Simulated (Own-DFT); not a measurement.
Simulation results for Al$_{3}$GaN$_{4}$ (wurtzite random alloy, strained, atoms displaced)

A calculation, not a measurement: plane-wave PBE density functional theory by an unreviewed code, no spin, of a simulated periodic cell, stress positive in tension, free energy of the whole cell less one offset for each atom, forces on such cells passed a denser k mesh, this cell's mesh not checked; offsets are fitted by least squares, one for each functional and potential file, so energies compare only between cells with the same atoms and settings and are not formation energies; the far tail of each file's local potential was reset to the Coulomb form; each entry is a single point on an unrelaxed cell, so the pressure reflects the starting lattice, mostly measured values, from which strain is counted, and rises with the displacements; printed positions are rounded, which can move forces by about a meV/angstrom; the program is a retired in-house code; no spin-orbit coupling. Program: Own-DFT development build.

Common to all runs: functional PBE; potential files PseudoDojo norm-conserving, scalar-relativistic, standard set with the stringent files for Ga; wave cutoff 96 hartree; occupations Gaussian; smearing width 0.01 eV; k mesh 4 x 4 x 3 centred on Gamma.

(1) Al$_{3}$GaN$_{4}$ (wurtzite random alloy, strained, atoms displaced)

```cif
# cell vector a (Å): 9.1589 0.0000 0.0000
# cell vector b (Å): -4.5795 7.9318 0.0000
# cell vector c (Å): 0.0000 0.0000 10.0655
data_Al3GaN4
_symmetry_space_group_name_H-M 'P 1'
_symmetry_Int_Tables_number 1
_cell_length_a 9.1589
_cell_length_b 9.1589
_cell_length_c 10.0655
_cell_angle_alpha 90.000
_cell_angle_beta 90.000
_cell_angle_gamma 120.000
_cell_volume 731.22
loop_
_atom_site_label
_atom_site_type_symbol
_atom_site_fract_x
_atom_site_fract_y
_atom_site_fract_z
_atom_site_occupancy
Al1 Al 0.11491 0.23305 0.99877 1
Al2 Al 0.21864 0.11137 0.25974 1
N1 N 0.11935 0.23243 0.19482 1
N2 N 0.22188 0.11228 0.43462 1
Ga1 Ga 0.10293 0.22778 0.50064 1
Al3 Al 0.21251 0.11236 0.75280 1
N3 N 0.10870 0.21824 0.68834 1
N4 N 0.22811 0.11182 0.93592 1
Ga2 Ga 0.10977 0.56071 0.00377 1
Al4 Al 0.22422 0.44786 0.25039 1
N5 N 0.10644 0.55857 0.19250 1
N6 N 0.22595 0.44997 0.44386 1
Al5 Al 0.10605 0.55090 0.49948 1
Al6 Al 0.22659 0.44774 0.75921 1
N7 N 0.11135 0.56218 0.69311 1
N8 N 0.22606 0.44818 0.93123 1
Al7 Al 0.11995 0.89218 0.99282 1
Al8 Al 0.22334 0.77034 0.25697 1
N9 N 0.11031 0.89778 0.19393 1
N10 N 0.21637 0.77120 0.44293 1
Ga3 Ga 0.10641 0.88052 0.50022 1
Al9 Al 0.22790 0.77348 0.75414 1
N11 N 0.10160 0.88204 0.69565 1
N12 N 0.22557 0.77515 0.94546 1
Al10 Al 0.43994 0.22073 0.00009 1
Al11 Al 0.55713 0.11609 0.23905 1
N13 N 0.45200 0.22641 0.19042 1
N14 N 0.54336 0.10136 0.44043 1
Al12 Al 0.43246 0.21747 0.49701 1
Al13 Al 0.55514 0.11083 0.74781 1
N15 N 0.42727 0.22410 0.69807 1
N16 N 0.55685 0.10607 0.94064 1
Ga4 Ga 0.43816 0.55431 0.99520 1
Al14 Al 0.54035 0.43149 0.25619 1
N17 N 0.43685 0.54893 0.19631 1
N18 N 0.54404 0.41927 0.43367 1
Al15 Al 0.43842 0.55151 0.50647 1
Al16 Al 0.55138 0.43783 0.74652 1
N19 N 0.45107 0.55807 0.69243 1
N20 N 0.55415 0.44214 0.94545 1
Al17 Al 0.45308 0.88556 0.99908 1
Al18 Al 0.54938 0.77561 0.25110 1
N21 N 0.43697 0.88007 0.19314 1
N22 N 0.54997 0.77982 0.43643 1
Al19 Al 0.43736 0.87341 0.50037 1
Al20 Al 0.55984 0.77022 0.74601 1
N23 N 0.43970 0.89529 0.69208 1
N24 N 0.55950 0.77402 0.94378 1
Ga5 Ga 0.77459 0.21147 0.99842 1
Ga6 Ga 0.88512 0.10500 0.24392 1
N25 N 0.77365 0.21624 0.19751 1
N26 N 0.89114 0.11055 0.44558 1
Al21 Al 0.77627 0.22436 0.50209 1
Al22 Al 0.89423 0.11029 0.75829 1
N27 N 0.78612 0.22678 0.69024 1
N28 N 0.88377 0.11309 0.94200 1
Al23 Al 0.77681 0.55743 0.99472 1
Ga7 Ga 0.88201 0.44659 0.25416 1
N29 N 0.77491 0.56590 0.19607 1
N30 N 0.88424 0.45509 0.43462 1
Al24 Al 0.79036 0.55641 0.49470 1
Ga8 Ga 0.88545 0.43887 0.75126 1
N31 N 0.77843 0.54686 0.68684 1
N32 N 0.89446 0.44057 0.93635 1
Al25 Al 0.77791 0.88678 0.00127 1
Al26 Al 0.88693 0.77768 0.25444 1
N33 N 0.77780 0.89345 0.19322 1
N34 N 0.88899 0.78257 0.43475 1
Ga9 Ga 0.77652 0.88965 0.49849 1
Al27 Al 0.89591 0.78475 0.73415 1
N35 N 0.77968 0.88689 0.69240 1
N36 N 0.88317 0.78296 0.94622 1
```

- free energy of cell above offsets: -18.294 eV
- pressure: 19.36 GPa
- stress xx: -23.05 GPa
- stress yy: -24.49 GPa
- stress zz: -10.54 GPa
- stress yz: -1.22 GPa
- stress xz: 0.36 GPa
- stress xy: -0.87 GPa

Force:
```csv
element,x (eV/Å),y (eV/Å),z (eV/Å)
Al,0.571,-1.627,1.024
Al,0.807,0.241,-2.406
N,-0.101,-0.697,-1.724
N,-1.072,-0.572,1.866
Ga,2.582,-0.34,0.4
Al,1.113,-1.35,-0.119
N,-0.84,1.535,1.543
N,-1.985,0.302,0.491
Ga,0.394,-1.189,0.619
Al,-1.339,0.104,1.015
N,1.415,-0.866,0.322
N,-1.017,0.493,-1.039
Al,-0.134,0.342,1.029
Al,-0.809,-0.386,-3.688
N,1.901,-1.238,-1.305
N,-1.514,-1.216,1.825
Al,-1.75,-0.485,1.985
Al,-2.01,1.858,-0.582
N,1.146,-1.366,-0.797
N,1.217,-0.769,-0.615
Ga,0.118,1.968,0.627
Al,-1.828,0.998,0.507
N,3.707,2.118,-0.559
N,0.464,2.066,-1.676
Al,1.412,0.193,0.597
Al,-0.559,-2.283,2.534
N,-1.754,-1.593,-1.466
N,0.96,0.468,0.066
Al,1.565,-1.916,1.893
Al,-0.622,1.153,0.278
N,2.534,-1.194,-1.824
N,-1.983,-0.31,-0.874
Ga,1.922,-0.179,2.393
Al,1.102,2.458,-1.135
N,0.682,1.212,-0.728
N,-0.276,4.749,1.79
Al,1.931,0.16,-1.128
Al,0.98,1.113,1.273
N,-0.978,-1.096,-0.654
N,0.659,-0.377,-1.825
Al,-1.404,-0.039,0.98
Al,1.029,-0.217,-0.251
N,0.498,1.338,-1.272
N,1.261,-2.198,0.447
Al,-1.542,2.757,0.681
Al,-1.19,2.247,1.475
N,2.219,-1.605,-0.72
N,-0.35,1.411,-1.847
Ga,-1.842,2.763,1.986
Ga,1.001,2.261,2.114
N,-0.207,1.277,-1.474
N,-2.849,0.662,-1.533
Al,-0.882,-0.8,-0.695
Al,-1.095,-0.067,-1.181
N,-0.539,-3.08,-0.81
N,4.131,-1.609,-0.789
Al,0.472,0.079,1.416
Ga,-0.169,-0.299,-1.872
N,-0.768,-1.799,-1.585
N,4.478,-3.156,1.571
Al,-5.404,1.052,1.641
Ga,0.821,1.369,0.608
N,-2.252,1.802,-0.999
N,-2.25,0.334,1.389
Al,-0.421,0.723,1.18
Al,0.201,1.308,-1.528
N,-0.446,-3.375,-1.309
N,-0.22,-1.943,0.853
Ga,-0.582,-0.244,0.627
Al,-2.293,-3.538,3.167
N,-0.872,0.836,-0.115
N,2.858,-0.733,-2.09
```

(2) Al$_{3}$GaN$_{4}$ (wurtzite random alloy, strained, atoms displaced)

```cif
# cell vector a (Å): 9.1589 0.0000 0.0000
# cell vector b (Å): -4.5795 7.9318 0.0000
# cell vector c (Å): 0.0000 0.0000 10.0655
data_Al3GaN4
_symmetry_space_group_name_H-M 'P 1'
_symmetry_Int_Tables_number 1
_cell_length_a 9.1589
_cell_length_b 9.1589
_cell_length_c 10.0655
_cell_angle_alpha 90.000
_cell_angle_beta 90.000
_cell_angle_gamma 120.000
_cell_volume 731.22
loop_
_atom_site_label
_atom_site_type_symbol
_atom_site_fract_x
_atom_site_fract_y
_atom_site_fract_z
_atom_site_occupancy
Al1 Al 0.11175 0.23260 0.00141 1
Ga1 Ga 0.22406 0.11108 0.24724 1
N1 N 0.11234 0.22436 0.18444 1
N2 N 0.22037 0.11200 0.44089 1
Al2 Al 0.11708 0.22311 0.49982 1
Al3 Al 0.22131 0.10950 0.75053 1
N3 N 0.10522 0.22069 0.69486 1
N4 N 0.22154 0.10584 0.93769 1
Al4 Al 0.11571 0.55550 0.99889 1
Al5 Al 0.21609 0.43508 0.25676 1
N5 N 0.09917 0.54140 0.18725 1
N6 N 0.22049 0.43874 0.44271 1
Al6 Al 0.12223 0.56831 0.49558 1
Ga2 Ga 0.22377 0.43675 0.74921 1
N7 N 0.11435 0.56910 0.69088 1
N8 N 0.22017 0.45740 0.93903 1
Al7 Al 0.11552 0.89253 0.99787 1
Al8 Al 0.22605 0.78055 0.24928 1
N9 N 0.10730 0.88487 0.19100 1
N10 N 0.21696 0.77274 0.44265 1
Al9 Al 0.10834 0.90452 0.49505 1
Al10 Al 0.20638 0.76940 0.74547 1
N11 N 0.10563 0.88608 0.68630 1
N12 N 0.22397 0.77860 0.94128 1
Al11 Al 0.43078 0.20773 0.00009 1
Al12 Al 0.56083 0.11959 0.24655 1
N13 N 0.44003 0.21700 0.18972 1
N14 N 0.55656 0.11451 0.43331 1
Al13 Al 0.44719 0.22005 0.49546 1
Ga3 Ga 0.55446 0.11258 0.75004 1
N15 N 0.44037 0.22180 0.69956 1
N16 N 0.55309 0.10914 0.93654 1
Al14 Al 0.44307 0.56111 0.99860 1
Al15 Al 0.54968 0.44376 0.24946 1
N17 N 0.45008 0.55760 0.18855 1
N18 N 0.54860 0.44093 0.43819 1
Ga4 Ga 0.44325 0.55907 0.50382 1
Al16 Al 0.56194 0.45015 0.75411 1
N19 N 0.44941 0.56184 0.69017 1
N20 N 0.54385 0.43259 0.93725 1
Ga5 Ga 0.44442 0.88133 0.99781 1
Al17 Al 0.55273 0.77515 0.24298 1
N21 N 0.44686 0.89301 0.19548 1
N22 N 0.55284 0.77629 0.44902 1
Al18 Al 0.45145 0.89425 0.49824 1
Ga6 Ga 0.55163 0.77255 0.74346 1
N23 N 0.43493 0.87993 0.69267 1
N24 N 0.56998 0.79160 0.94672 1
Ga7 Ga 0.77115 0.21957 0.99675 1
Ga8 Ga 0.88742 0.11606 0.25545 1
N25 N 0.77787 0.21518 0.19669 1
N26 N 0.88854 0.11034 0.43624 1
Al19 Al 0.78646 0.21782 0.49961 1
Al20 Al 0.89673 0.10710 0.75236 1
N27 N 0.78321 0.22290 0.68850 1
N28 N 0.88434 0.10101 0.93642 1
Al21 Al 0.77534 0.55884 0.99547 1
Ga9 Ga 0.88976 0.44333 0.25222 1
N29 N 0.77103 0.55194 0.18885 1
N30 N 0.88126 0.44204 0.44388 1
Al22 Al 0.77183 0.54515 0.50505 1
Al23 Al 0.88354 0.43663 0.74784 1
N31 N 0.79299 0.56241 0.69255 1
N32 N 0.89807 0.44280 0.93750 1
Al24 Al 0.77804 0.89029 0.99244 1
Al25 Al 0.88621 0.78794 0.25094 1
N33 N 0.77661 0.88472 0.18645 1
N34 N 0.88477 0.77726 0.43808 1
Al26 Al 0.77840 0.89050 0.50457 1
Al27 Al 0.88728 0.76616 0.74238 1
N35 N 0.77728 0.88539 0.68474 1
N36 N 0.88130 0.78081 0.93476 1
```

- free energy of cell above offsets: -19.865 eV
- pressure: 18.44 GPa
- stress xx: -21.85 GPa
- stress yy: -24.14 GPa
- stress zz: -9.34 GPa
- stress yz: 0.01 GPa
- stress xz: 0.5 GPa
- stress xy: 0.78 GPa

Force:
```csv
element,x (eV/Å),y (eV/Å),z (eV/Å)
Al,0.148,-1.266,-0.846
Ga,-1.095,-0.743,0.534
N,-0.004,0.193,0.183
N,0.78,1.652,-0.241
Al,-1.495,-0.382,0.964
Al,-0.331,-0.736,0.307
N,2.117,-1.074,-2.14
N,-1.985,0.929,-0.184
Al,-2.679,1.255,1.107
Al,0.294,1.633,-1.007
N,3.131,2.519,-0.158
N,-1.251,0.379,-0.645
Al,-1.399,-3.279,1.893
Ga,-1.502,2.551,0.397
N,0.291,-4.792,-1.858
N,3.171,-2.051,-0.072
Al,-1.199,-1.671,0.617
Al,-0.72,-1.191,0.511
N,0.221,-0.422,-0.86
N,0.082,3.784,-1.7
Al,1.138,-4.088,1.05
Al,1.446,3.42,1.663
N,-0.035,1.353,-0.419
N,-1.504,-0.708,-0.89
Al,1.469,1.688,0.161
Al,-0.217,-1.252,0.685
N,1.248,1.521,-1.068
N,0.902,-0.282,0.828
Al,-0.629,0.294,1.343
Ga,0.805,-1.182,-0.274
N,-0.431,1.503,-2.673
N,-1.201,0.003,1.011
Al,1.045,-0.23,0.253
Al,1.33,-0.146,0.054
N,-2.129,-0.868,-0.29
N,1.065,-0.199,0.103
Ga,0.648,-0.872,-0.287
Al,-0.139,-0.695,-0.396
N,1.095,-3.487,0.278
N,0.17,1.266,0.608
Ga,-1.001,1.527,1.021
Al,0.616,0.871,1.517
N,-0.078,-0.218,-0.344
N,0.574,1.801,-2.379
Al,-1.585,-0.474,0.661
Ga,0.022,2.854,2.037
N,-0.875,1.113,-1.352
N,-0.987,-3.772,-1.866
Ga,1.295,0.151,1.052
Ga,2.02,-2.185,-1.357
N,-2.296,1.245,-2.142
N,1.647,-0.271,2.269
Al,-2.181,1.109,0.507
Al,-2.63,-0.991,0.233
N,0.603,-1.039,-0.633
N,0.936,2.472,-0.117
Al,0.507,-0.842,0.887
Ga,-2.19,-0.078,0.607
N,-0.25,0.914,-0.646
N,2.001,-0.158,0.391
Al,-0.506,1.616,-0.906
Al,1.892,1.132,0.688
N,-2.155,-3.798,-1.217
N,-1.955,0.975,-0.559
Al,1.59,0.362,2.456
Al,1.329,-2.4,0.18
N,-1.299,0.908,-0.647
N,0.011,-0.182,0.422
Al,-0.047,-0.661,-1.19
Al,-1.035,3.934,1.794
N,1.081,0.64,0.708
N,2.297,-0.885,-0.619
```

(3) Al$_{3}$GaN$_{4}$ (wurtzite random alloy, strained, atoms displaced)

```cif
# cell vector a (Å): 9.1589 0.0000 0.0000
# cell vector b (Å): -4.5795 7.9318 0.0000
# cell vector c (Å): 0.0000 0.0000 10.0655
data_Al3GaN4
_symmetry_space_group_name_H-M 'P 1'
_symmetry_Int_Tables_number 1
_cell_length_a 9.1589
_cell_length_b 9.1589
_cell_length_c 10.0655
_cell_angle_alpha 90.000
_cell_angle_beta 90.000
_cell_angle_gamma 120.000
_cell_volume 731.22
loop_
_atom_site_label
_atom_site_type_symbol
_atom_site_fract_x
_atom_site_fract_y
_atom_site_fract_z
_atom_site_occupancy
Al1 Al 0.11561 0.23439 0.00918 1
Ga1 Ga 0.21830 0.11126 0.25519 1
N1 N 0.11087 0.21492 0.18649 1
N2 N 0.23619 0.11024 0.44293 1
Al2 Al 0.11191 0.22594 0.50060 1
Al3 Al 0.21637 0.11514 0.73830 1
N3 N 0.11279 0.22733 0.69932 1
N4 N 0.21516 0.10523 0.94111 1
Al4 Al 0.11609 0.55717 0.99321 1
Al5 Al 0.22044 0.45223 0.23990 1
N5 N 0.11133 0.56078 0.19443 1
N6 N 0.21866 0.44138 0.44005 1
Al6 Al 0.11544 0.56086 0.50732 1
Ga2 Ga 0.21839 0.45118 0.74929 1
N7 N 0.10906 0.55431 0.69286 1
N8 N 0.20427 0.44163 0.94078 1
Al7 Al 0.10310 0.89153 0.00453 1
Ga3 Ga 0.22401 0.77991 0.25374 1
N9 N 0.11656 0.90151 0.18891 1
N10 N 0.21630 0.77971 0.43941 1
Al8 Al 0.11315 0.89495 0.50013 1
Al9 Al 0.22165 0.77719 0.74326 1
N11 N 0.10723 0.88363 0.68772 1
N12 N 0.21244 0.76130 0.94905 1
Al10 Al 0.43532 0.22700 0.00523 1
Al11 Al 0.55515 0.11286 0.24727 1
N13 N 0.45061 0.21397 0.19032 1
N14 N 0.54513 0.10849 0.44245 1
Ga4 Ga 0.45526 0.22130 0.49578 1
Ga5 Ga 0.55554 0.10773 0.74449 1
N15 N 0.44357 0.21700 0.68633 1
N16 N 0.55694 0.11047 0.94229 1
Al12 Al 0.44386 0.55615 0.00619 1
Al13 Al 0.55597 0.44436 0.25202 1
N17 N 0.44519 0.56391 0.19969 1
N18 N 0.53594 0.42466 0.44555 1
Al14 Al 0.44141 0.54401 0.50289 1
Ga6 Ga 0.55879 0.43585 0.75838 1
N19 N 0.44754 0.56304 0.68883 1
N20 N 0.56797 0.45077 0.94173 1
Al15 Al 0.43859 0.89663 0.99962 1
Al16 Al 0.56312 0.77888 0.25128 1
N21 N 0.44323 0.88585 0.19103 1
N22 N 0.56088 0.78361 0.44667 1
Al17 Al 0.44406 0.88776 0.50170 1
Al18 Al 0.56018 0.78108 0.75705 1
N23 N 0.44666 0.88818 0.68450 1
N24 N 0.55073 0.76957 0.93698 1
Ga7 Ga 0.77645 0.21849 0.99692 1
Al19 Al 0.88300 0.10976 0.24440 1
N25 N 0.77792 0.22667 0.18471 1
N26 N 0.89683 0.10999 0.44875 1
Al20 Al 0.77682 0.20952 0.48902 1
Al21 Al 0.88850 0.10934 0.75155 1
N27 N 0.77257 0.22114 0.69568 1
N28 N 0.88512 0.10803 0.94427 1
Al22 Al 0.77241 0.55758 0.00267 1
Ga8 Ga 0.88616 0.43633 0.24804 1
N29 N 0.77588 0.55517 0.18691 1
N30 N 0.88378 0.43723 0.44214 1
Al23 Al 0.77486 0.55743 0.50573 1
Al24 Al 0.88032 0.44048 0.75535 1
N31 N 0.77418 0.55415 0.69863 1
N32 N 0.88334 0.42592 0.93801 1
Al25 Al 0.76936 0.87865 0.99299 1
Al26 Al 0.88576 0.77562 0.25136 1
N33 N 0.77614 0.88238 0.18796 1
N34 N 0.88768 0.78067 0.44198 1
Al27 Al 0.78154 0.88755 0.50217 1
Ga9 Ga 0.89584 0.78625 0.74604 1
N35 N 0.77684 0.87596 0.69090 1
N36 N 0.89024 0.78216 0.94606 1
```

- free energy of cell above offsets: -17.380 eV
- pressure: 19.44 GPa
- stress xx: -23.18 GPa
- stress yy: -25.42 GPa
- stress zz: -9.73 GPa
- stress yz: 1.07 GPa
- stress xz: -0.29 GPa
- stress xy: 1.47 GPa

Force:
```csv
element,x (eV/Å),y (eV/Å),z (eV/Å)
Al,-0.347,-3.066,-2.282
Ga,1.721,0.836,0.76
N,-2.315,2.516,0.975
N,-3.95,-0.153,0.371
Al,1.721,-0.057,0.76
Al,2.284,-0.957,2.165
N,-1.163,-1.09,-2.465
N,-0.04,1.919,-0.966
Al,-3.56,-2.043,2.72
Al,0.51,-1.404,2.346
N,0.209,-1.066,-2.221
N,-0.083,0.884,-0.589
Al,-0.699,-1.098,-1.286
Ga,2.368,-0.288,0.921
N,-2.661,1.127,-1.055
N,4.557,-0.084,0.488
Al,1.76,-0.489,0.064
Ga,-0.804,0.62,-0.333
N,-0.952,-3.181,-0.17
N,0.976,-0.304,1.832
Al,0.029,-0.931,-0.022
Al,0.345,0.221,1.731
N,1.989,2.061,-0.964
N,-0.675,5.106,-2.565
Al,1.784,-1.188,-0.77
Al,1.527,-1.72,1.009
N,-2.598,2.804,-0.693
N,5.724,-2.444,-2.678
Ga,-2.145,-1.062,3.244
Ga,-0.983,-0.204,1.963
N,-1.626,-0.052,0.682
N,-2.777,-0.158,-0.531
Al,-0.45,-0.318,-0.545
Al,-0.185,-0.751,0.493
N,0.898,-1.983,-1.787
N,1.703,6.322,-2.67
Al,-1.208,1.697,0.201
Ga,-2.315,0.311,-1.16
N,0.396,-0.701,0.263
N,-3.511,-1.577,1.568
Al,0.714,-1.751,0.637
Al,-1.544,1.112,1.294
N,1.672,1.08,-0.64
N,0.11,-1.25,-1.285
Al,-0.336,-0.346,-0.671
Al,-0.552,-0.826,-1.587
N,-0.283,-1.731,0.68
N,-1.043,0.81,0.955
Ga,-0.36,-1.353,0.766
Al,0.981,-0.458,0.387
N,0.357,-3.04,1.366
N,-0.611,-0.856,-2.206
Al,-1.613,1.426,2.206
Al,-0.573,-0.046,0.639
N,2.766,0.347,-2.299
N,2.146,-1.268,-1.013
Al,3.413,0.42,0.003
Ga,-0.339,2.362,1.328
N,-0.641,0.379,0.614
N,-0.141,0.725,0.714
Al,0.269,-1.161,-0.099
Al,0.937,0.014,-0.33
N,1.637,0.419,-2.075
N,-0.766,5.359,-0.199
Al,-0.044,1.756,1.347
Al,1.102,0.403,-0.053
N,-0.175,1.086,-0.332
N,0.91,-0.937,-0.622
Al,-1.077,-0.004,0.655
Ga,0.435,-2.538,2.698
N,-2.791,3.285,-0.872
N,-0.016,-1.472,-0.806
```

(4) Al$_{3}$GaN$_{4}$ (wurtzite random alloy, strained, atoms displaced)

```cif
# cell vector a (Å): 9.1589 0.0000 0.0000
# cell vector b (Å): -4.5795 7.9318 0.0000
# cell vector c (Å): 0.0000 0.0000 10.0655
data_Al3GaN4
_symmetry_space_group_name_H-M 'P 1'
_symmetry_Int_Tables_number 1
_cell_length_a 9.1589
_cell_length_b 9.1589
_cell_length_c 10.0655
_cell_angle_alpha 90.000
_cell_angle_beta 90.000
_cell_angle_gamma 120.000
_cell_volume 731.22
loop_
_atom_site_label
_atom_site_type_symbol
_atom_site_fract_x
_atom_site_fract_y
_atom_site_fract_z
_atom_site_occupancy
Al1 Al 0.10042 0.21187 0.99354 1
Al2 Al 0.22526 0.10684 0.24541 1
N1 N 0.10562 0.21918 0.19070 1
N2 N 0.22834 0.11524 0.43977 1
Al3 Al 0.11042 0.22270 0.49972 1
Ga1 Ga 0.22046 0.11108 0.75326 1
N3 N 0.11590 0.21599 0.69013 1
N4 N 0.21809 0.11276 0.93991 1
Al4 Al 0.09235 0.55228 0.00263 1
Ga2 Ga 0.23287 0.44730 0.24942 1
N5 N 0.09407 0.54324 0.18683 1
N6 N 0.21351 0.43115 0.43687 1
Al5 Al 0.09769 0.54714 0.50437 1
Ga3 Ga 0.22967 0.45629 0.75208 1
N7 N 0.11565 0.56038 0.69667 1
N8 N 0.22333 0.44320 0.94675 1
Al6 Al 0.11206 0.89193 0.00100 1
Al7 Al 0.22267 0.77684 0.25143 1
N9 N 0.11775 0.88209 0.19113 1
N10 N 0.22076 0.77828 0.43858 1
Al8 Al 0.11387 0.88787 0.49719 1
Al9 Al 0.21840 0.78057 0.74249 1
N11 N 0.12640 0.89155 0.68638 1
N12 N 0.22620 0.78337 0.93453 1
Ga4 Ga 0.45787 0.22188 0.99688 1
Al10 Al 0.55476 0.11188 0.25207 1
N13 N 0.44481 0.22455 0.19442 1
N14 N 0.55019 0.09708 0.44272 1
Al11 Al 0.44631 0.23046 0.49408 1
Al12 Al 0.56092 0.12645 0.73762 1
N15 N 0.44388 0.22720 0.69044 1
N16 N 0.55564 0.10134 0.93856 1
Ga5 Ga 0.44979 0.56184 0.00035 1
Al13 Al 0.55888 0.44101 0.25352 1
N17 N 0.43628 0.55730 0.19344 1
N18 N 0.56015 0.44352 0.44225 1
Al14 Al 0.44532 0.56572 0.49611 1
Al15 Al 0.55998 0.44439 0.75541 1
N19 N 0.42897 0.54072 0.68625 1
N20 N 0.54655 0.44900 0.94225 1
Al16 Al 0.44126 0.88986 0.99971 1
Al17 Al 0.54994 0.77133 0.24055 1
N21 N 0.44475 0.88827 0.18955 1
N22 N 0.55218 0.78251 0.45428 1
Al18 Al 0.44117 0.88497 0.49844 1
Al19 Al 0.55563 0.77581 0.75141 1
N23 N 0.43843 0.89049 0.68752 1
N24 N 0.54778 0.77145 0.93919 1
Ga6 Ga 0.78508 0.22986 0.01459 1
Al20 Al 0.88774 0.10283 0.25137 1
N25 N 0.77420 0.22136 0.18835 1
N26 N 0.87899 0.10767 0.44362 1
Al21 Al 0.77740 0.21458 0.48370 1
Al22 Al 0.89786 0.11390 0.74847 1
N27 N 0.79000 0.23178 0.68907 1
N28 N 0.88826 0.11981 0.94483 1
Al23 Al 0.77998 0.56255 0.99899 1
Al24 Al 0.88951 0.44111 0.25334 1
N29 N 0.78208 0.55246 0.19090 1
N30 N 0.88902 0.44696 0.43894 1
Ga7 Ga 0.77612 0.54357 0.49556 1
Al25 Al 0.89073 0.44416 0.74979 1
N31 N 0.77026 0.55928 0.68527 1
N32 N 0.89798 0.44676 0.93714 1
Al26 Al 0.78040 0.89035 0.99439 1
Ga8 Ga 0.88547 0.77278 0.25514 1
N33 N 0.77797 0.89221 0.19121 1
N34 N 0.89100 0.78753 0.44490 1
Ga9 Ga 0.77778 0.88579 0.50233 1
Al27 Al 0.88910 0.76783 0.74842 1
N35 N 0.78195 0.88961 0.69696 1
N36 N 0.88702 0.77963 0.94044 1
```

- free energy of cell above offsets: -18.168 eV
- pressure: 19.05 GPa
- stress xx: -24.67 GPa
- stress yy: -23.19 GPa
- stress zz: -9.29 GPa
- stress yz: 0.29 GPa
- stress xz: 1.11 GPa
- stress xy: 0.09 GPa

Force:
```csv
element,x (eV/Å),y (eV/Å),z (eV/Å)
Al,1.242,2.773,1.938
Al,-1.563,0.309,0.886
N,1.035,-1.25,-0.752
N,-0.832,-0.784,-0.84
Al,0.391,-1.642,0.642
Ga,1.572,-0.562,0.158
N,-2.743,1.423,-1.486
N,0.852,-0.752,1.101
Al,5.4,2.458,0.492
Ga,-4.473,-2.606,0.478
N,1.721,2.225,0.252
N,-0.306,2.859,1.194
Al,2.609,1.328,0.128
Ga,-1.672,-3.05,2.399
N,-2.351,-0.227,-2.291
N,-1.935,-0.383,-0.149
Al,0.787,-0.398,-0.086
Al,0.797,-1.65,0.005
N,-1.57,1.219,-0.973
N,0.237,-1.635,-0.266
Al,-0.167,1.261,0.685
Al,2.803,-0.292,2.251
N,-4.069,-0.693,-1.172
N,-1.316,-1.037,0.521
Ga,-2.131,-0.085,0.667
Al,-0.01,-0.887,0.236
N,0.761,-0.184,-0.372
N,-0.658,3.007,-1.239
Al,0.524,-2.16,1.71
Al,1.39,-2.412,1.148
N,0.919,0.873,-1.098
N,0.718,1.529,-1.372
Ga,-2.626,-1.371,1.408
Al,-0.875,0.952,-0.288
N,5.166,0.723,-0.668
N,-2.432,0.867,-1.883
Al,-0.015,-2.644,1.232
Al,-2.2,0,-0.705
N,4.692,3.402,-1.247
N,4.521,-0.743,-1.191
Al,0.306,-1.155,-0.032
Al,0.314,2.117,1.83
N,-0.274,0.11,-0.183
N,0.847,-1.118,-3.231
Al,-1.327,-0.118,1.826
Al,-1.091,0.071,-0.767
N,1.644,0.488,0.028
N,0.884,3.389,-0.6
Ga,-1.108,-0.608,-3.413
Al,-0.344,1.703,0.501
N,0.257,-0.381,4.391
N,3.172,0.244,-1.933
Al,-2.372,1.434,2.98
Al,-1.237,0.129,0.649
N,-0.533,-1.178,-1.337
N,0.563,-2.505,-1.986
Al,0.16,-1.31,0.431
Al,-0.587,-0.325,-0.027
N,-1.175,-0.892,-0.811
N,1.572,-2.494,-1.311
Ga,-1.286,3.017,1.645
Al,-0.199,0.697,0.247
N,1.95,-1.348,1.061
N,-4.793,-0.492,-1.444
Al,-1.562,0.563,0.638
Ga,0.517,1.066,-0.191
N,-0.538,-1.66,-1.307
N,2.326,-2.011,-0.762
Ga,-1.423,0.702,1.698
Al,0.144,2.639,0.168
N,0.057,-0.444,0.43
N,0.949,-0.091,-0.636
```
